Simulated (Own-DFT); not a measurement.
Hf36O71 (tetragonal hafnia with one neutral oxygen vacancy, atoms displaced) (calculated)

Computed with Own-DFT development build. A calculation, not a measurement: plane-wave PBE and HSE06 DFT by an unreviewed code, no spin, of a simulated cell at Gamma alone, so results move with cell size and shape, stress positive in tension, energies less offsets, not probed for a lower state with spin; hafnium file: forces about 75 meV/angstrom off all-electron values; oxygen file: force components 24 meV/angstrom off all-electron in a glass; k mesh not checked against a denser one; forces and stress are PBE's, HSE06 gives the energy alone, and its difference from PBE has offsets of its own; offsets are fitted by least squares, one for each functional and potential file, so energies compare only between cells with the same atoms and settings and are not formation energies; the far tail of each file's local potential was reset to the Coulomb form; each entry is a single point on an unrelaxed cell, so the pressure reflects the starting lattice, taken from the Materials Project, from which strain is counted, and rises with the displacements; printed positions are rounded, which can move forces by about a meV/angstrom; the program is a retired in-house code; no spin-orbit coupling.

```yaml
- formula: Hf36O71
  kind: "tetragonal hafnia with one neutral oxygen vacancy, atoms displaced"
  structure:
    cell_angstrom: [[10.78, 0.0, 0.0], [0.0, 10.78, 0.0], [0.0, 0.0, 10.4493]]
    atoms_fractional:
      - [Hf, 0.00813, 0.9885, 0.99412]
      - [Hf, 0.17371, 0.16334, 0.24891]
      - [O, 0.17567, 0.99969, 0.34539]
      - [O, 0.9937, 0.14504, 0.4087]
      - [O, 0.16893, 0.00361, 0.09297]
      - [Hf, 0.99313, 0.00296, 0.49338]
      - [Hf, 0.17648, 0.16162, 0.75655]
      - [O, 0.98768, 0.16683, 0.66187]
      - [O, 0.15621, 0.0221, 0.85227]
      - [O, 0.9907, 0.17841, 0.9047]
      - [O, 0.16933, 0.00307, 0.60482]
      - [Hf, 0.01032, 0.3414, 0.00449]
      - [Hf, 0.18214, 0.49633, 0.25273]
      - [O, 0.00473, 0.49224, 0.14748]
      - [O, 0.16755, 0.33959, 0.34368]
      - [O, 0.00155, 0.51178, 0.4009]
      - [O, 0.1596, 0.34257, 0.09037]
      - [Hf, 0.01083, 0.32904, 0.51056]
      - [Hf, 0.17402, 0.49763, 0.7553]
      - [O, 0.00484, 0.48808, 0.66075]
      - [O, 0.16653, 0.33391, 0.85547]
      - [O, 0.99663, 0.50618, 0.91164]
      - [O, 0.17885, 0.33374, 0.60376]
      - [Hf, 0.00026, 0.66281, 0.00544]
      - [Hf, 0.16622, 0.83087, 0.24157]
      - [O, 0.00503, 0.83561, 0.15394]
      - [O, 0.16998, 0.64353, 0.33695]
      - [O, 0.99132, 0.81432, 0.40382]
      - [O, 0.16532, 0.66171, 0.09345]
      - [Hf, 0.98964, 0.6587, 0.49987]
      - [Hf, 0.17579, 0.83351, 0.73613]
      - [O, 0.01396, 0.83754, 0.65169]
      - [O, 0.16334, 0.66132, 0.83601]
      - [O, 0.01194, 0.8347, 0.90655]
      - [O, 0.16153, 0.67537, 0.60057]
      - [Hf, 0.33927, 0.99937, 0.0041]
      - [Hf, 0.50709, 0.15765, 0.24553]
      - [O, 0.32833, 0.1697, 0.14677]
      - [O, 0.50442, 0.01155, 0.33786]
      - [O, 0.33422, 0.15703, 0.4082]
      - [O, 0.50132, 0.9951, 0.09791]
      - [Hf, 0.33647, 0.00101, 0.49632]
      - [Hf, 0.504, 0.17003, 0.74609]
      - [O, 0.33267, 0.16801, 0.6739]
      - [O, 0.50651, 0.01123, 0.8442]
      - [O, 0.33045, 0.16686, 0.89298]
      - [O, 0.50974, 0.00147, 0.59159]
      - [Hf, 0.33012, 0.33699, 0.00447]
      - [Hf, 0.49772, 0.50595, 0.24968]
      - [O, 0.33556, 0.50403, 0.14995]
      - [O, 0.4991, 0.33912, 0.35111]
      - [O, 0.33062, 0.47957, 0.3966]
      - [O, 0.50073, 0.33351, 0.09455]
      - [Hf, 0.34096, 0.32095, 0.51376]
      - [Hf, 0.49867, 0.49773, 0.74343]
      - [O, 0.33399, 0.50282, 0.65734]
      - [O, 0.49573, 0.33978, 0.8499]
      - [O, 0.32689, 0.51772, 0.90285]
      - [O, 0.48528, 0.33192, 0.59411]
      - [Hf, 0.33607, 0.65519, 0.00331]
      - [Hf, 0.50374, 0.83172, 0.25692]
      - [O, 0.32502, 0.8333, 0.15224]
      - [O, 0.50526, 0.65375, 0.34132]
      - [O, 0.32557, 0.81992, 0.40142]
      - [O, 0.50597, 0.66906, 0.10026]
      - [Hf, 0.32287, 0.67132, 0.49361]
      - [Hf, 0.50423, 0.83539, 0.74477]
      - [O, 0.3285, 0.82169, 0.64028]
      - [O, 0.49099, 0.66703, 0.8402]
      - [O, 0.33987, 0.839, 0.90797]
      - [O, 0.49717, 0.66501, 0.60615]
      - [Hf, 0.65521, 0.01429, 0.99599]
      - [Hf, 0.83696, 0.16579, 0.25187]
      - [O, 0.6642, 0.15981, 0.15803]
      - [O, 0.83224, 0.99804, 0.35257]
      - [O, 0.67438, 0.16536, 0.40463]
      - [O, 0.82515, 0.00355, 0.10997]
      - [Hf, 0.65934, 0.00565, 0.50509]
      - [Hf, 0.83792, 0.18083, 0.75708]
      - [O, 0.65473, 0.16984, 0.65048]
      - [O, 0.8393, 0.01457, 0.84871]
      - [O, 0.66693, 0.15639, 0.90381]
      - [O, 0.84264, 0.00399, 0.60303]
      - [Hf, 0.65638, 0.33345, 0.99457]
      - [Hf, 0.82234, 0.49271, 0.2594]
      - [O, 0.6732, 0.49387, 0.14291]
      - [O, 0.83148, 0.34138, 0.33835]
      - [O, 0.66949, 0.5111, 0.39659]
      - [O, 0.83205, 0.3385, 0.08924]
      - [Hf, 0.67187, 0.32569, 0.5144]
      - [Hf, 0.84322, 0.49262, 0.74405]
      - [O, 0.65888, 0.49645, 0.66724]
      - [O, 0.82576, 0.32732, 0.83817]
      - [O, 0.66083, 0.51903, 0.89703]
      - [O, 0.83552, 0.32942, 0.59877]
      - [Hf, 0.67243, 0.65909, 0.99726]
      - [Hf, 0.82808, 0.84141, 0.25068]
      - [O, 0.68186, 0.82832, 0.14823]
      - [O, 0.82855, 0.65936, 0.34839]
      - [O, 0.65813, 0.8397, 0.40599]
      - [O, 0.82027, 0.67129, 0.10361]
      - [Hf, 0.66846, 0.64958, 0.49141]
      - [Hf, 0.82816, 0.84123, 0.75726]
      - [O, 0.67236, 0.83943, 0.66204]
      - [O, 0.83438, 0.67121, 0.86168]
      - [O, 0.65653, 0.81994, 0.89441]
      - [O, 0.83339, 0.65271, 0.60706]
  settings:
    first_functional: PBE
    second_functional: HSE06
    exact_exchange_share: 0.25
    "screening [1/bohr]": 0.11
    exchange_divergence: Gygi-Baldereschi
    potential_files: "PseudoDojo norm-conserving, scalar-relativistic, made for PBE, standard set"
    "wave_cutoff [hartree]": 48.0
    occupations: fixed
    k_mesh: "1 x 1 x 1 centred on Gamma"
  results:
    "PBE_stress_xx [GPa]": null
    "PBE_pressure [GPa]": null
```

Q: Hf36O71 (tetragonal hafnia with one neutral oxygen vacancy, atoms displaced): PBE stress xx?
A: -8.2 GPa

Q: What PBE pressure does the calculation give for Hf36O71 (tetragonal hafnia with one neutral oxygen vacancy, atoms displaced)?
A: 8.58 GPa

Q: Give the table of force values for Hf36O71 (tetragonal hafnia with one neutral oxygen vacancy, atoms displaced).
A: 
Force:
```csv
element,x (eV/Å),y (eV/Å),z (eV/Å)
Hf,-1.847,2.992,0.614
Hf,-1.781,0.473,0.153
O,0,-0.775,0.062
O,0.437,8.026,-2.88
O,0.187,0.192,0.948
Hf,0.357,-7.113,4.178
Hf,-3.482,2.978,-0.194
O,3.848,1.271,-2.147
O,-0.05,-5.018,1.59
O,0.119,-0.734,1.08
O,1.201,0.711,-1.279
Hf,-4.03,-0.239,-0.935
Hf,-3.043,-1.953,-2.18
O,-0.909,0.979,1.464
O,-1.53,-4.185,1.286
O,-0.465,-4.073,0.681
O,4.87,-1.201,2.402
Hf,0.894,0.648,-0.919
Hf,-0.05,0.424,0.056
O,0.522,-0.739,-1.327
O,0.593,0.524,-0.37
O,-0.435,-1.449,-2.258
O,-2.333,-0.455,-0.315
Hf,-1.867,0.459,0.549
Hf,-0.649,-0.947,1.293
O,-1.17,0.353,-0.472
O,0.848,6.017,2.421
O,0.793,2.394,-0.739
O,0.893,0.567,0.121
Hf,0.841,1.923,1.091
Hf,-2.58,-0.583,2.062
O,-2.619,-0.017,0.606
O,0.043,1.594,0.848
O,-0.266,-1.224,-0.676
O,0.469,-1.181,-1.664
Hf,-1.514,0.102,-1.448
Hf,-1.485,5.126,-0.453
O,1.592,0.314,0.189
O,-0.557,-4.158,2.356
O,0.063,1.633,-0.185
O,-0.721,0.134,0.984
Hf,-2.249,-1.898,0.953
Hf,-2.269,0.368,2.814
O,2.775,-0.477,-4.127
O,-0.382,-1.381,-0.054
O,0.731,0.448,2.663
O,-4.601,-0.297,1.503
Hf,-0.352,-0.839,-1.474
Hf,0.844,-3.64,-1.522
O,1.273,-0.391,-1.291
O,1.151,-1.779,-0.537
O,0.711,2.16,1.011
O,-0.766,-0.308,0.14
Hf,-4.583,1.457,-5.162
Hf,-1.363,3.209,2.207
O,-0.631,-0.433,-0.955
O,0.555,-1.221,-0.036
O,-0.016,-5.749,-1.248
O,6.825,0.171,3.337
Hf,0.62,5.017,0.843
Hf,1.292,-1.118,-2.177
O,2.237,0.482,0.487
O,-0.456,4.009,2.135
O,1.236,3.566,-1.716
O,-1.116,0.076,0.439
Hf,-0.04,-4.107,2.611
Hf,-0.054,-2.416,1.856
O,2.632,1.325,-0.21
O,-0.6,0.137,0.063
O,-0.486,0.167,-0.814
O,0.817,0.311,-2.509
Hf,2.969,-5.673,1.695
Hf,0.609,-0.768,-1.202
O,0.662,0.558,-1.136
O,0.117,0.597,0.281
O,-0.207,1.244,0.29
O,1.345,0.59,-1.021
Hf,5.508,-1.32,-1.254
Hf,0.132,-5.837,-1.031
O,2.754,1.055,-1.149
O,-0.534,-2.781,0.637
O,-0.408,5.438,-1.704
O,-2.501,-0.472,-0.61
Hf,2.244,2.139,0.597
Hf,2.538,3.875,-4.672
O,-2.144,-0.406,0.695
O,0.154,-4.578,3.266
O,-0.348,-5.87,-0.765
O,-0.659,-1.542,-0.038
Hf,-1.793,0.113,-2.279
Hf,-1.434,2.771,2.549
O,2.848,-1.261,-3.389
O,-1.317,5.523,2.409
O,-0.167,-5.788,-1.227
O,0.026,0.8,-0.659
Hf,-0.036,3.332,1.488
Hf,1.665,-1.653,-0.279
O,-4.379,1.038,1.026
O,-0.746,1.581,1.039
O,-0.752,-1.082,-0.257
O,3.631,-0.565,0.276
Hf,-0.089,5.408,3.372
Hf,1.861,-0.111,0.676
O,-0.588,0.468,-1.639
O,0.845,-0.132,-1.745
O,0.165,2.889,0.272
O,-0.888,-0.221,-0.333
```

Further results for Hf36O71 (tetragonal hafnia with one neutral oxygen vacancy, atoms displaced):

* PBE energy of cell above offsets: -83.660 eV
* HSE06 less PBE above offsets: 0.530 eV
* PBE stress yy: -9.35 GPa
* PBE stress zz: -8.18 GPa
* PBE stress yz: -0.55 GPa
* PBE stress xz: 0.99 GPa
* PBE stress xy: -0.2 GPa
